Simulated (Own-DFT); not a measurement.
# Strain and stress in 4H SiC, 72 atoms (C36Si36)

All numbers below are calculated, not measured. They come from Own-DFT, an in-house plane-wave density functional program, since retired, whose code no person has reviewed. Each row is one single-point run on a periodic cell that was not relaxed, without spin or spin-orbit coupling.

Settings of every run: PBE; PseudoDojo norm-conserving scalar-relativistic files; cutoff 42 hartree; 4 x 4 x 3 k mesh centred on Gamma; Fermi-Dirac smearing of 0.1 eV.

Known limits: forces on such cells passed a denser k mesh, each cell not checked; stress not checked against mesh or cutoff.

Unstrained cell vectors in Å: (9.248, 0.000, 0.000); (-4.624, 8.009, 0.000); (0.000, 0.000, 10.068). The unstrained cell has measured lattice constants (interpolated for alloys), not those of this functional. That, the random moves and any unrelaxed bonds set the pressure at no strain. Each run strains this cell uniformly, with the atoms carried along. Every atom was also moved at random, by a Gaussian of width 0.05 Å on each axis. Strain is the symmetric tensor, in per cent. Stress is positive in tension, and the pressure is minus a third of its trace.

| run | e_xx (%) | e_yy (%) | e_zz (%) | e_yz (%) | e_xz (%) | e_xy (%) | s_xx (GPa) | s_yy (GPa) | s_zz (GPa) | s_yz (GPa) | s_xz (GPa) | s_xy (GPa) | P (GPa) | E (meV/atom) |
|---|---|---|---|---|---|---|---|---|---|---|---|---|---|---|
| 1 | -0.10 | -1.56 | -1.41 | 0.46 | 1.23 | -1.78 | -8.54 | -13.88 | -17.81 | 1.05 | 3.96 | -8.63 | 13.41 | 59.3 |
| 2 | 1.27 | -0.13 | 1.91 | -1.62 | 0.09 | 0.22 | 2.74 | -3.12 | 5.11 | -4.38 | -0.12 | 1.24 | -1.58 | 0.0 |
| 3 | -1.95 | -0.59 | 1.92 | 1.38 | 0.32 | -0.12 | -17.18 | -9.18 | 4.36 | 4.90 | 1.93 | -2.06 | 7.34 | 27.3 |
| 4 | 0.61 | -1.24 | -0.19 | -1.74 | 0.64 | -1.14 | -4.00 | -11.54 | -8.77 | -6.43 | 2.20 | -6.34 | 8.10 | 48.9 |
| 5 | -1.33 | -0.18 | -1.65 | -0.28 | 1.10 | -0.68 | -13.83 | -8.77 | -17.67 | -1.83 | 4.89 | -4.40 | 13.42 | 36.3 |
| 6 | 0.89 | -1.53 | -1.18 | 0.50 | 0.45 | -1.32 | -2.33 | -12.93 | -14.60 | 1.28 | 0.40 | -7.35 | 9.95 | 37.5 |
| 7 | 1.99 | 0.69 | -1.51 | -1.41 | 1.45 | 1.19 | 5.76 | -0.32 | -16.43 | -5.25 | 5.37 | 5.67 | 3.66 | 36.8 |
| 8 | -0.34 | -1.60 | -0.44 | -0.10 | 0.57 | 1.81 | -8.28 | -12.87 | -11.71 | 0.39 | 2.55 | 8.15 | 10.95 | 32.5 |
| 9 | -1.59 | -0.82 | 0.74 | -0.30 | 1.77 | -0.55 | -12.74 | -10.42 | -3.19 | -1.63 | 4.52 | -3.22 | 8.78 | 14.5 |
| 10 | -0.79 | 1.81 | 0.66 | 0.72 | -0.38 | -0.16 | -7.19 | 3.75 | -2.17 | 2.93 | -1.18 | -0.16 | 1.87 | 21.2 |
| 11 | 1.18 | -1.28 | -1.65 | 0.45 | -0.39 | 1.43 | -0.88 | -11.32 | -15.66 | 0.83 | -1.02 | 7.39 | 9.29 | 30.8 |
| 12 | 0.67 | -0.67 | -1.02 | 1.13 | 0.77 | -1.56 | -3.46 | -6.96 | -11.66 | 3.47 | 3.89 | -6.70 | 7.36 | 21.2 |
| 13 | 0.28 | 0.74 | -1.08 | -1.61 | -0.48 | -0.92 | -2.57 | -3.09 | -11.54 | -5.50 | -2.09 | -4.59 | 5.73 | 23.8 |
| 14 | -0.13 | -0.47 | -1.61 | 1.99 | -0.22 | 0.92 | -7.11 | -6.97 | -19.16 | 6.79 | -0.29 | 3.44 | 11.08 | 41.1 |
| 15 | -1.15 | 1.49 | 0.35 | -1.24 | -1.48 | -0.60 | -8.18 | 1.63 | -3.96 | -4.40 | -5.21 | -2.23 | 3.50 | 8.4 |
| 16 | -1.83 | 2.00 | 0.13 | -0.11 | 1.65 | 0.24 | -14.52 | 5.48 | -6.83 | -0.47 | 6.65 | 1.70 | 5.29 | 27.4 |
| 17 | -1.06 | 1.58 | 1.27 | -0.08 | 0.10 | -0.94 | ? | ? | ? | ? | ? | ? | ? | ? |

E is the free energy for each atom above the lowest run shown.

## Worked fit

Each stress component was fitted by least squares to a constant and the strains of the runs shown, as fractions, with shears doubled. Shear strains stay in the fit of a normal stress only where such slopes are resolved. The slopes, in GPa:

| stress | at no strain | per e_xx | per e_yy | per e_zz | scatter |
|---|---|---|---|---|---|
| s_xx | -5.2 | 555 ± 25 | 111 ± 23 | 47 ± 24 | 1.03 |
| s_yy | -4.9 | 88 ± 24 | 518 ± 22 | 49 ± 23 | 0.98 |
| s_zz | -6.9 | 48 ± 29 | 53 ± 27 | 630 ± 29 | 1.22 |

Each shear stress against twice its own strain: yz 174 ± 6, xz 177 ± 13, xy 238 ± 9 GPa. These are stiffnesses along x, y and z of the frame in which the cell vectors are given, which need not be the crystal's axes. The atoms are held to the strained lattice; where symmetry lets them move under strain, relaxing them would lower some slopes. The table should be nearly symmetric about its diagonal, and what it lacks of that shows the noise. A ninth of its sum, 233 ± 7 GPa, estimates the bulk modulus near the mean pressure of these runs, 7.4 GPa, so it lies above the value at zero pressure.

## Withheld run

Question: what normal stresses and pressure should run 17 give?

The fit gives s_xx = -8.7, s_yy = 3.0, s_zz = 1.4 and P = 1.4 GPa. The calculation gave -8.67, 3.04, 1.48 and P = 1.39 GPa.
